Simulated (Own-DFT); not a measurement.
## Calculated data, Hf₁₆O₃₁ (monoclinic hafnia with two neutral oxygen vacancies, strained, atoms displaced), Hf₃₁SiO₆₄ (monoclinic hafnia with substituted atoms, atoms displaced)

Computed with Own-DFT development build. A calculation, not a measurement: plane-wave PBE and HSE06 DFT by an unreviewed code, no spin, of a simulated cell at Gamma alone, so results move with cell size and shape, stress positive in tension, energies less offsets, not probed for a lower state with spin; hafnium file: forces about 75 meV/angstrom off all-electron values; oxygen file: force components 24 meV/angstrom off all-electron in a glass; k mesh not checked against a denser one; forces and stress are PBE's, HSE06 gives the energy alone, and its difference from PBE has offsets of its own; offsets are fitted by least squares, one for each functional and potential file, so energies compare only between cells with the same atoms and settings and are not formation energies; the far tail of each file's local potential was reset to the Coulomb form; each entry is a single point on an unrelaxed cell, so the pressure reflects the starting lattice, mostly measured values, from which strain is counted, and rises with the displacements; printed positions are rounded, which can move forces by about a meV/angstrom; the program is a retired in-house code; no spin-orbit coupling.

Common to all runs: first functional PBE; second functional HSE06; exact exchange share 0.25; screening 0.11 1/bohr; exchange divergence Gygi-Baldereschi; potential files PseudoDojo norm-conserving, scalar-relativistic, made for PBE, standard set; wave cutoff 48 hartree; occupations fixed; k mesh 1 x 1 x 1 centred on Gamma.

(1) Hf₁₆O₃₁ (monoclinic hafnia with two neutral oxygen vacancies, strained, atoms displaced)

```
Hf16O31
1.0
     10.1466     0.1737    -0.1300
      0.1757    10.4594    -0.1830
     -1.8137    -0.2135    10.4264
Hf O Hf O Hf O Hf O Hf O Hf O Hf O Hf O
4 8 4 8 4 8 4 7 4 8 4 8 4 8 4 7
Direct
  0.13535 0.01998 0.09774
  0.36010 0.27014 0.14527
  0.36139 0.47955 0.39672
  0.13558 0.23002 0.35540
  0.03674 0.16911 0.17416
  0.46569 0.41550 0.07943
  0.46300 0.32780 0.32807
  0.03590 0.08398 0.42401
  0.22239 0.38123 0.24051
  0.27555 0.12331 0.00896
  0.27614 0.11838 0.26523
  0.22508 0.37279 0.49076
  0.13847 0.01879 0.60463
  0.36458 0.27012 0.64554
  0.36414 0.47769 0.89591
  0.13860 0.22935 0.85365
  0.04041 0.16652 0.67595
  0.45685 0.41586 0.57369
  0.46093 0.33308 0.82534
  0.03990 0.08615 0.92190
  0.22607 0.37906 0.74632
  0.26900 0.12480 0.51192
  0.27709 0.11993 0.75969
  0.22149 0.36923 0.98857
  0.13712 0.52860 0.09902
  0.35923 0.77602 0.14543
  0.36373 0.97732 0.40193
  0.13456 0.72458 0.34995
  0.03791 0.66142 0.17251
  0.46548 0.91637 0.07739
  0.46417 0.83465 0.32773
  0.03621 0.58117 0.42232
  0.22784 0.87937 0.24178
  0.27894 0.62754 0.01332
  0.28218 0.61897 0.26150
  0.22653 0.87285 0.49140
  0.13482 0.51836 0.59976
  0.36114 0.76864 0.64812
  0.35684 0.97720 0.89615
  0.13555 0.72759 0.85244
  0.03243 0.66037 0.67248
  0.46454 0.91580 0.57945
  0.03283 0.58504 0.92450
  0.22171 0.88209 0.74175
  0.27197 0.63536 0.51003
  0.27268 0.61986 0.76056
  0.22103 0.87364 0.99103
  0.64080 0.02117 0.10389
  0.86329 0.27427 0.14604
  0.86205 0.47644 0.39673
  0.64310 0.22866 0.35841
  0.53711 0.16748 0.17245
  0.96419 0.41285 0.07491
  0.95887 0.33602 0.32711
  0.53873 0.08126 0.42162
  0.72871 0.37876 0.24016
  0.77141 0.12973 0.00994
  0.77958 0.12029 0.25696
  0.72061 0.37044 0.48607
  0.63340 0.02143 0.60511
  0.86185 0.26875 0.64785
  0.86280 0.47892 0.89132
  0.63915 0.22788 0.85681
  0.53469 0.16473 0.67191
  0.96003 0.41902 0.57974
  0.96376 0.33327 0.82976
  0.53724 0.08312 0.92320
  0.72468 0.37018 0.74018
  0.77966 0.13431 0.50813
  0.77771 0.11992 0.75527
  0.72169 0.37234 0.99393
  0.63299 0.51842 0.10479
  0.86306 0.76969 0.14316
  0.85832 0.97707 0.39580
  0.63886 0.72546 0.34892
  0.52844 0.66530 0.17134
  0.96556 0.91188 0.07853
  0.96225 0.83491 0.32566
  0.53592 0.58722 0.42560
  0.72774 0.88045 0.24494
  0.76793 0.63159 0.00481
  0.77844 0.62700 0.26404
  0.72539 0.87419 0.49319
  0.63673 0.52018 0.60697
  0.86334 0.76954 0.64590
  0.86672 0.97977 0.89643
  0.64302 0.73150 0.85560
  0.96309 0.91786 0.57746
  0.96565 0.83570 0.82672
  0.53191 0.58299 0.92115
  0.73150 0.88123 0.74260
  0.77888 0.62758 0.51181
  0.77748 0.61792 0.75947
  0.72737 0.87220 0.99007
```

| Property | Result |
| --- | --- |
| PBE energy of cell above offsets | -89.661 eV |
| HSE06 less PBE above offsets | 0.399 eV |
| PBE pressure | 4.96 GPa |
| PBE stress xx | -7.55 GPa |
| PBE stress yy | -1.86 GPa |
| PBE stress zz | -5.47 GPa |
| PBE stress yz | -4.34 GPa |
| PBE stress xz | -3.09 GPa |
| PBE stress xy | 5.76 GPa |

Force:
| element | x (eV/Å) | y (eV/Å) | z (eV/Å) |
| --- | --- | --- | --- |
| Hf | 0.671 | 0.438 | 2.045 |
| Hf | -0.17 | 0.032 | 0.259 |
| Hf | -0.134 | -0.124 | -0.636 |
| Hf | 0.573 | -1.129 | 0.347 |
| O | -0.211 | -0.246 | -0.426 |
| O | -0.191 | -0.221 | 0.037 |
| O | 0.136 | 0.525 | 0.318 |
| O | -0.68 | 0.015 | -0.427 |
| O | -0.202 | 0.084 | -0.087 |
| O | 0.097 | 0.584 | 0.495 |
| O | 0.173 | 0.321 | -0.622 |
| O | -0.391 | -0.271 | -0.268 |
| Hf | 0.122 | 0.111 | -0.867 |
| Hf | -1.458 | 0.063 | -0.47 |
| Hf | -0.915 | 0.676 | 0.292 |
| Hf | 1.009 | 0.008 | 0.485 |
| O | -1.175 | 0.576 | -0.41 |
| O | 1.632 | 0.62 | 1.126 |
| O | 1.508 | -0.798 | 0.29 |
| O | -1.296 | -0.662 | -0.217 |
| O | -0.613 | 0.084 | -1.104 |
| O | 0.842 | 0.94 | 0.395 |
| O | 0.554 | -0.181 | 0.328 |
| O | 0.455 | 0.195 | 0.257 |
| Hf | 1.625 | -3.136 | 0.435 |
| Hf | 0.336 | 0.076 | -0.076 |
| Hf | -0.767 | 0.542 | -0.953 |
| Hf | 1.07 | 0.882 | 1.758 |
| O | -1.64 | 1.434 | 0.204 |
| O | 0.114 | -0.088 | -0.252 |
| O | 0.866 | -0.464 | -0.093 |
| O | -0.308 | 0.084 | -0.526 |
| O | -1.113 | -0.059 | -0.273 |
| O | -0.72 | 0.362 | -0.378 |
| O | -0.459 | 0.439 | -0.264 |
| O | -0.342 | -0.468 | -0.393 |
| Hf | 0.885 | -0.448 | 0.713 |
| Hf | 0.361 | 0.313 | -0.098 |
| Hf | 1.29 | 0.266 | 0.036 |
| Hf | 1.052 | -0.462 | 0.635 |
| O | -0.305 | 0.73 | 0.446 |
| O | 0.219 | -0.458 | 0.95 |
| O | -0.077 | 0.535 | -0.797 |
| O | 0.551 | -0.867 | 0.503 |
| O | 0.191 | -0.867 | 0.174 |
| O | 0.446 | 0.15 | -0.325 |
| O | 0.088 | -0.643 | -0.695 |
| Hf | -0.344 | 0.175 | 0.06 |
| Hf | -0.309 | -0.166 | -0.895 |
| Hf | -1.123 | 1.238 | 0.425 |
| Hf | -0.535 | -0.819 | -0.975 |
| O | -0.272 | 0.059 | -0.133 |
| O | 0.414 | 0.803 | -0.065 |
| O | 1.704 | -1.019 | 0.25 |
| O | -0.162 | 0.076 | 0.264 |
| O | -1.23 | 0.635 | 0.07 |
| O | 0.828 | -0.011 | -0.073 |
| O | 0.033 | -0.077 | 0.327 |
| O | 0.197 | 0.657 | 0.656 |
| Hf | 1.452 | -1.096 | -0.649 |
| Hf | 0.299 | -0.032 | -0.976 |
| Hf | -0.967 | -0.271 | 1.603 |
| Hf | -0.086 | -0.327 | 0.36 |
| O | -0.455 | 0.772 | 0.366 |
| O | 0.361 | -0.336 | 0.189 |
| O | 0.533 | -0.34 | -0.228 |
| O | -0.785 | -0.406 | -0.628 |
| O | -0.848 | 1.125 | -0.132 |
| O | -0.294 | -0.52 | 0.333 |
| O | 0.18 | -0.002 | 0.746 |
| O | 0.124 | -0.075 | -0.976 |
| Hf | 0.635 | 0.107 | -0.49 |
| Hf | -0.994 | 0.551 | 0.085 |
| Hf | 0.291 | 1.041 | 0.674 |
| Hf | -0.592 | 0.961 | 1.814 |
| O | 0.656 | -0.162 | 0.272 |
| O | 0.494 | 0.397 | -0.245 |
| O | 1.236 | -0.964 | -0.147 |
| O | -0.209 | -0.479 | 0.345 |
| O | -0.802 | -0.318 | -1.05 |
| O | 0.687 | -0.419 | 1.024 |
| O | 0.467 | -0.914 | -0.897 |
| O | -0.124 | -0.627 | -0.592 |
| Hf | -0.212 | 0.412 | -0.765 |
| Hf | -0.791 | 1.107 | -1.336 |
| Hf | -1.156 | 0.726 | -0.106 |
| Hf | -1.185 | -0.064 | -0.452 |
| O | 0.275 | -0.487 | 0.441 |
| O | 0.839 | -0.61 | 0.116 |
| O | 0.376 | 0.37 | -0.335 |
| O | -1.022 | -0.333 | 0.215 |
| O | -0.575 | -0.015 | 0.238 |
| O | -0.629 | 0.086 | -0.432 |
| O | -0.078 | 0.095 | -0.165 |

(2) Hf₃₁SiO₆₄ (monoclinic hafnia with substituted atoms, atoms displaced)

```
Hf31SiO64
1.0
     10.2340     0.0000     0.0000
      0.0000    10.3500     0.0000
     -1.6955     0.0000    10.4453
Hf O Hf O Hf O Si Hf O Hf O Hf O Hf O Hf O
4 8 4 8 4 8 1 3 8 4 8 4 8 4 8 4 8
Direct
  0.13527 0.01700 0.10409
  0.35594 0.27342 0.14747
  0.36675 0.47068 0.39453
  0.13899 0.21738 0.35431
  0.02603 0.16185 0.15960
  0.47083 0.42823 0.06897
  0.46013 0.32232 0.33218
  0.05209 0.08462 0.42847
  0.22108 0.37458 0.24651
  0.26173 0.12439 0.00711
  0.27759 0.12757 0.25935
  0.22750 0.36557 0.49325
  0.13309 0.01673 0.60248
  0.36751 0.28002 0.64237
  0.35251 0.50266 0.89826
  0.13059 0.24050 0.84642
  0.04529 0.16515 0.67593
  0.44928 0.40347 0.57051
  0.46627 0.35029 0.82944
  0.04905 0.07583 0.91611
  0.22928 0.38187 0.73099
  0.27810 0.12888 0.50237
  0.26950 0.11474 0.75080
  0.23145 0.36406 0.01153
  0.11767 0.53271 0.10886
  0.36321 0.75616 0.15910
  0.36653 0.98193 0.39151
  0.13847 0.73940 0.36084
  0.04966 0.67148 0.16864
  0.46607 0.91494 0.08483
  0.45768 0.82796 0.33089
  0.04387 0.58171 0.41985
  0.22404 0.88622 0.24044
  0.27547 0.63950 0.02015
  0.28656 0.61731 0.25706
  0.22001 0.88190 0.48742
  0.15595 0.50619 0.61004
  0.36087 0.77085 0.65111
  0.36625 0.99542 0.88985
  0.13473 0.72255 0.84947
  0.04413 0.66017 0.68666
  0.46196 0.90597 0.56852
  0.45376 0.82509 0.81782
  0.02591 0.58280 0.89440
  0.21999 0.89323 0.73491
  0.28425 0.61623 0.50843
  0.27759 0.60314 0.76530
  0.22722 0.88537 0.99338
  0.64679 0.01838 0.09729
  0.85222 0.27892 0.13981
  0.86250 0.49196 0.38705
  0.63930 0.22473 0.35268
  0.53880 0.17589 0.16063
  0.96180 0.41578 0.06816
  0.96598 0.32949 0.31603
  0.53328 0.08970 0.42583
  0.73107 0.37591 0.24795
  0.76558 0.12613 0.01659
  0.77307 0.11992 0.27216
  0.72788 0.36424 0.48345
  0.64630 0.01886 0.60883
  0.85654 0.25975 0.66263
  0.86610 0.48110 0.87625
  0.64859 0.22857 0.84688
  0.53024 0.17038 0.67710
  0.96262 0.41287 0.57532
  0.96073 0.32062 0.81655
  0.53760 0.08228 0.92190
  0.71704 0.37605 0.72752
  0.76075 0.12431 0.50499
  0.78904 0.11553 0.77469
  0.71875 0.36741 0.96833
  0.62901 0.53143 0.10774
  0.86133 0.76219 0.15428
  0.86475 0.97783 0.40314
  0.64985 0.72986 0.35512
  0.54481 0.66684 0.18000
  0.96822 0.92419 0.07300
  0.94303 0.82423 0.33594
  0.54404 0.57180 0.43161
  0.72724 0.87671 0.23297
  0.77716 0.63053 0.00573
  0.76591 0.62413 0.25520
  0.72520 0.86527 0.49262
  0.64732 0.53179 0.60475
  0.86266 0.76224 0.63991
  0.84300 0.98687 0.89054
  0.63473 0.72936 0.87134
  0.53554 0.66164 0.66247
  0.96619 0.90997 0.57634
  0.95860 0.81569 0.81435
  0.52833 0.59307 0.92110
  0.72779 0.89081 0.74468
  0.77638 0.62989 0.50410
  0.77741 0.61790 0.76695
  0.72875 0.86558 0.98353
```

| Property | Result |
| --- | --- |
| PBE energy of cell above offsets | -73.913 eV |
| HSE06 less PBE above offsets | 0.911 eV |
| PBE pressure | 8.59 GPa |
| PBE stress xx | -7 GPa |
| PBE stress yy | -9.28 GPa |
| PBE stress zz | -9.48 GPa |
| PBE stress yz | 0.6 GPa |
| PBE stress xz | -1.11 GPa |
| PBE stress xy | -0.21 GPa |

Force:
| element | x (eV/Å) | y (eV/Å) | z (eV/Å) |
| --- | --- | --- | --- |
| Hf | 1.641 | 1.157 | -1.548 |
| Hf | 0.987 | -1.203 | -0.339 |
| Hf | -1.263 | -0.124 | -0.334 |
| Hf | 1.098 | 3.671 | -1.608 |
| O | -0.813 | 1.09 | 1.117 |
| O | -0.626 | -0.669 | 1.932 |
| O | 0.644 | 0.387 | -0.62 |
| O | -4.814 | -2.962 | -0.854 |
| O | -0.238 | 1.577 | -0.445 |
| O | 2.555 | 1.693 | 0.05 |
| O | 0.058 | -0.743 | -0.314 |
| O | -2.245 | 1.427 | 0.142 |
| Hf | 2.623 | 1.855 | 1.443 |
| Hf | -3.319 | -4.648 | 2.466 |
| Hf | 2.572 | -7.319 | 3.976 |
| Hf | 3.991 | -4.23 | 2.544 |
| O | -2.79 | 0.77 | -1.119 |
| O | 5.622 | 4.962 | -1.105 |
| O | 0.135 | -0.68 | -0.474 |
| O | -2.899 | 0.42 | -1.516 |
| O | -2.195 | 1.885 | -0.203 |
| O | 0.634 | -0.134 | 0.884 |
| O | 0.902 | 1.621 | 1.018 |
| O | -1.175 | 2.153 | -3.377 |
| Hf | 5.726 | -7.267 | -1.893 |
| Hf | 0.298 | 4.905 | -1.641 |
| Hf | -0.598 | 1.008 | 0.557 |
| Hf | 1.27 | -0.597 | 0.752 |
| O | -4.309 | 5.324 | 2.343 |
| O | 1.302 | 0.015 | -0.561 |
| O | 2.104 | -1.046 | 0.629 |
| O | -0.371 | 0.41 | 0.143 |
| O | -0.447 | -1.827 | 1.102 |
| O | -1.381 | -1.822 | -2.254 |
| O | -1.489 | -0.281 | 1.335 |
| O | -0.194 | -2.285 | -0.529 |
| Si | -1.328 | -1.29 | -1.704 |
| Hf | 0.1 | 0.316 | -2.299 |
| Hf | -3.433 | -1.541 | 1.645 |
| Hf | 1.15 | 4.827 | 1.689 |
| O | 0.625 | -1.951 | -4.801 |
| O | 1.134 | 0.683 | 1.045 |
| O | 1.054 | 0.718 | 1.943 |
| O | 0.728 | -1.667 | 3.353 |
| O | 0.656 | -3.486 | 0.783 |
| O | -1.957 | 0.907 | 1.79 |
| O | -1.605 | 4.588 | -4.636 |
| O | 0.129 | -2.359 | -1.095 |
| Hf | -4.79 | -0.233 | 2.836 |
| Hf | 1.872 | -1.402 | 1.309 |
| Hf | 1.584 | -5.042 | 2.326 |
| Hf | -0.927 | 1.235 | -0.261 |
| O | 0.516 | -0.568 | 0.291 |
| O | -0.41 | 0.905 | -0.558 |
| O | -0.561 | 1.283 | 0.452 |
| O | -0.323 | -1.285 | 0.264 |
| O | -0.652 | 1.933 | -1.984 |
| O | 2.356 | 0.891 | -1.844 |
| O | 1.157 | -0.976 | -1.191 |
| O | 0.322 | 0.899 | 0.793 |
| Hf | -3.898 | 0.137 | -2.032 |
| Hf | 2.245 | 1.238 | -7.042 |
| Hf | -1.842 | -1.689 | 2.444 |
| Hf | -5.276 | 1.703 | 1.503 |
| O | 2.934 | -2.218 | -0.146 |
| O | 1.214 | 1.154 | 0.552 |
| O | -1.545 | 2.717 | 2.499 |
| O | 1.346 | 0.423 | -0.838 |
| O | 0.653 | -0.116 | 0.64 |
| O | 1.861 | -0.663 | 2.549 |
| O | -1.341 | 3.912 | -4.061 |
| O | 1.236 | 1.098 | 1.634 |
| Hf | 1.128 | -4.036 | -2.224 |
| Hf | 0.927 | 2.762 | -2.833 |
| Hf | -0.395 | 2.105 | -1.015 |
| Hf | -3.804 | 1.004 | 0.558 |
| O | -1.784 | 1.49 | 0.25 |
| O | -3.173 | -2.851 | 0.472 |
| O | 2.749 | -1.556 | -0.091 |
| O | 0.486 | 1.381 | -1.815 |
| O | -0.413 | -0.311 | 0.612 |
| O | 0.07 | -0.544 | 1.242 |
| O | 2.256 | -0.378 | 0.427 |
| O | -0.049 | 0.693 | -0.02 |
| Hf | -1.772 | -3.132 | -0.808 |
| Hf | 1.518 | 1.262 | 2.26 |
| Hf | 6.649 | -4.615 | 4.942 |
| Hf | 0.468 | 0.241 | -3.927 |
| O | -0.267 | 0.886 | 1.522 |
| O | -0.88 | -0.139 | -0.107 |
| O | -0.588 | 1.547 | 1.153 |
| O | 0.243 | 0.239 | 0.979 |
| O | -0.715 | -1.64 | -1.039 |
| O | 0.876 | -0.243 | 0.182 |
| O | -0.789 | 1.557 | -1.863 |
| O | -0.717 | 0.704 | 1.603 |

(3) Hf₃₁SiO₆₄ (monoclinic hafnia with substituted atoms, atoms displaced)

```
Hf31SiO64
1.0
     10.2340     0.0000     0.0000
      0.0000    10.3500     0.0000
     -1.6955     0.0000    10.4453
Hf O Hf O Hf Si Hf O Hf O Hf O Hf O Hf O Hf O
4 8 4 8 2 1 1 8 4 8 4 8 4 8 4 8 4 8
Direct
  0.13388 0.01681 0.11765
  0.36073 0.25598 0.14900
  0.36337 0.46616 0.39006
  0.13128 0.22878 0.35773
  0.03515 0.17520 0.18032
  0.47069 0.41695 0.07564
  0.46153 0.34071 0.32330
  0.04050 0.08781 0.42836
  0.21652 0.37704 0.24247
  0.28621 0.12310 0.01445
  0.26449 0.12041 0.24159
  0.22294 0.35698 0.49028
  0.14331 0.01572 0.61028
  0.37395 0.26706 0.66130
  0.35569 0.48092 0.90751
  0.14025 0.22600 0.85402
  0.03263 0.16367 0.65935
  0.46884 0.42445 0.57638
  0.45835 0.33929 0.82206
  0.03566 0.08500 0.90936
  0.23064 0.37582 0.73172
  0.26993 0.13630 0.51735
  0.27310 0.12850 0.76965
  0.23256 0.37362 0.99055
  0.14393 0.52174 0.11378
  0.35048 0.77185 0.14648
  0.35742 0.97371 0.39691
  0.14225 0.72905 0.34704
  0.03326 0.66702 0.17315
  0.46215 0.91304 0.08587
  0.45102 0.82179 0.33167
  0.03776 0.59973 0.42817
  0.22219 0.88183 0.25349
  0.28011 0.63310 0.00829
  0.26830 0.63216 0.25395
  0.22074 0.87676 0.48434
  0.14050 0.51920 0.61152
  0.35255 0.76229 0.63909
  0.36433 0.98732 0.89126
  0.14886 0.72841 0.86202
  0.02158 0.65533 0.67142
  0.46712 0.90585 0.57827
  0.46680 0.83471 0.83778
  0.05180 0.58515 0.90839
  0.22297 0.87733 0.73203
  0.27981 0.63528 0.50681
  0.27157 0.62267 0.76214
  0.21765 0.86089 0.00278
  0.63394 0.02288 0.09667
  0.85599 0.26651 0.15450
  0.85417 0.48705 0.39374
  0.63215 0.22036 0.34881
  0.54154 0.16643 0.17588
  0.98202 0.40839 0.09320
  0.95782 0.33998 0.31289
  0.53579 0.07978 0.41543
  0.72768 0.36206 0.23733
  0.78528 0.13969 0.01668
  0.78156 0.11908 0.25483
  0.72894 0.37113 0.48827
  0.63689 0.01373 0.60037
  0.86428 0.27545 0.64623
  0.86932 0.48583 0.90377
  0.64939 0.24224 0.85039
  0.53423 0.17154 0.65840
  0.96650 0.41471 0.58236
  0.96105 0.34013 0.81549
  0.54187 0.08685 0.92977
  0.71858 0.38885 0.74006
  0.79484 0.12213 0.51885
  0.78471 0.12527 0.76391
  0.72599 0.37322 0.98596
  0.64189 0.51879 0.11344
  0.86750 0.77411 0.14859
  0.86387 0.98729 0.39529
  0.64190 0.72760 0.36162
  0.54520 0.66232 0.17236
  0.97988 0.91394 0.06552
  0.96639 0.83918 0.31708
  0.51656 0.58671 0.42245
  0.72294 0.89035 0.23753
  0.76126 0.62500 0.01049
  0.77009 0.62366 0.26681
  0.73125 0.86422 0.50467
  0.63899 0.52829 0.60336
  0.86296 0.75130 0.62403
  0.85704 0.96944 0.89797
  0.65592 0.71786 0.84877
  0.53690 0.67797 0.66102
  0.96591 0.91386 0.57879
  0.96449 0.82087 0.81147
  0.51575 0.57502 0.92726
  0.72982 0.88397 0.73319
  0.77344 0.61867 0.51122
  0.76787 0.62837 0.75691
  0.71752 0.87232 0.98934
```

| Property | Result |
| --- | --- |
| PBE energy of cell above offsets | -78.631 eV |
| HSE06 less PBE above offsets | 0.923 eV |
| PBE pressure | 6.25 GPa |
| PBE stress xx | -4.99 GPa |
| PBE stress yy | -6.53 GPa |
| PBE stress zz | -7.23 GPa |
| PBE stress yz | -0.94 GPa |
| PBE stress xz | 0.28 GPa |
| PBE stress xy | 0.31 GPa |

Force:
| element | x (eV/Å) | y (eV/Å) | z (eV/Å) |
| --- | --- | --- | --- |
| Hf | 1.245 | 1.792 | -2.749 |
| Hf | 0.25 | 2.529 | -1.424 |
| Hf | -2.529 | 2.342 | 2.894 |
| Hf | 0.349 | 0.81 | 0.294 |
| O | 0.387 | -2.267 | -1.279 |
| O | -0.816 | -1.684 | 1.604 |
| O | 2.563 | -3.149 | -0.811 |
| O | -1.637 | -1.441 | -0.837 |
| O | 1.166 | 0.539 | -0.497 |
| O | -0.839 | -0.084 | -0.525 |
| O | 1.491 | -0.339 | 4.293 |
| O | 0.536 | 2.468 | 0.028 |
| Hf | -1.7 | 1.253 | -1.439 |
| Hf | -1.823 | 1.701 | -3.744 |
| Hf | 1.073 | -0.263 | -2.293 |
| Hf | -1.594 | 1.17 | -0.311 |
| O | 0.393 | 0.722 | 1.597 |
| O | -0.74 | -1.026 | -0.035 |
| O | 2.374 | -0.891 | 1.987 |
| O | -0.167 | -0.626 | 1.275 |
| O | -1.762 | 0.851 | 1.207 |
| O | 1.625 | -2.418 | -1.162 |
| O | 1.067 | -1.189 | -0.779 |
| O | -1.936 | -1.775 | 1.238 |
| Hf | -0.144 | -1.412 | -1.626 |
| Hf | 2.989 | 0.459 | -0.148 |
| Si | 1.03 | -2.264 | 1.628 |
| Hf | -0.908 | 0.532 | 2.849 |
| O | -0.53 | -0.304 | -0.931 |
| O | 0.359 | 1.08 | -0.588 |
| O | -0.283 | 2.404 | 1.102 |
| O | -1.632 | -1.523 | -0.142 |
| O | 0.683 | 1.482 | -0.818 |
| O | -0.214 | -0.653 | 1.356 |
| O | 0.807 | -2.145 | 0.267 |
| O | 1.586 | 0.647 | -0.47 |
| Hf | -0.081 | -0.51 | -1.255 |
| Hf | 1.588 | 1.288 | 1.321 |
| Hf | 1.128 | -2.562 | 1.463 |
| Hf | -0.919 | 2.263 | -2.233 |
| O | 2.51 | -1.385 | -0.124 |
| O | -0.509 | 1.698 | -1.763 |
| O | -0.012 | -0.002 | -0.791 |
| O | -3.057 | -2.803 | 2.234 |
| O | 0.323 | -0.195 | 1.41 |
| O | -0.866 | -1.2 | -0.251 |
| O | 0.224 | -0.076 | -0.739 |
| O | 0.093 | 1.584 | -0.494 |
| Hf | 0.394 | -1.215 | 1.091 |
| Hf | 2.11 | 0.449 | -2.59 |
| Hf | 3.006 | -3.211 | 0.648 |
| Hf | 1.553 | 1.664 | 1.344 |
| O | -1.135 | 0.353 | -0.409 |
| O | -0.968 | 1.791 | -2.723 |
| O | 0.884 | 1.171 | 3.803 |
| O | -2.134 | -1.776 | 0.051 |
| O | -2.514 | 2.963 | 0.839 |
| O | -0.828 | -2.221 | -1.848 |
| O | -0.842 | -0.07 | 1.265 |
| O | -0.686 | -0.119 | -0.572 |
| Hf | 0.369 | 0.43 | 1.193 |
| Hf | 0.098 | -1.341 | -0.634 |
| Hf | 1.364 | -1.729 | -0.373 |
| Hf | -0.733 | -1.155 | 0.273 |
| O | 2.183 | -1.346 | 1.081 |
| O | 0.658 | 1.287 | -1.462 |
| O | 0.431 | 0.599 | 2.137 |
| O | -0.645 | 0.849 | -2.062 |
| O | 0.399 | -0.041 | 0.192 |
| O | -2.099 | -0.129 | -1.533 |
| O | -1.368 | 0.049 | 0.322 |
| O | 0.75 | 0.747 | 0.44 |
| Hf | -2.246 | -0.953 | -2.044 |
| Hf | -1.104 | 1.034 | -0.154 |
| Hf | 0.921 | -0.639 | 1.259 |
| Hf | -3.23 | 1.028 | -1.645 |
| O | -1.671 | 1.494 | 1.085 |
| O | -3.33 | -2.175 | 0.627 |
| O | -0.269 | 0.29 | 0.159 |
| O | 2.969 | 1.224 | -0.479 |
| O | 0.286 | -1.7 | 1.027 |
| O | 2.206 | 0.372 | 0.034 |
| O | 1.409 | -0.102 | -0.089 |
| O | -0.994 | 0.075 | -3.685 |
| Hf | -3.128 | -2.198 | -0.167 |
| Hf | 1.774 | 5.196 | 5.045 |
| Hf | 2.038 | 1.327 | -2.797 |
| Hf | -6.884 | 3.807 | 1.521 |
| O | 0.429 | -0.607 | 1.119 |
| O | 0.53 | -0.413 | -1.11 |
| O | -0.949 | 1.184 | 2.019 |
| O | 4.339 | 2.558 | -0.541 |
| O | -0.661 | -0.857 | 1.398 |
| O | -0.501 | -0.376 | -2.074 |
| O | 3.183 | -2.443 | -0.723 |
| O | 1.497 | -0.558 | -0.042 |
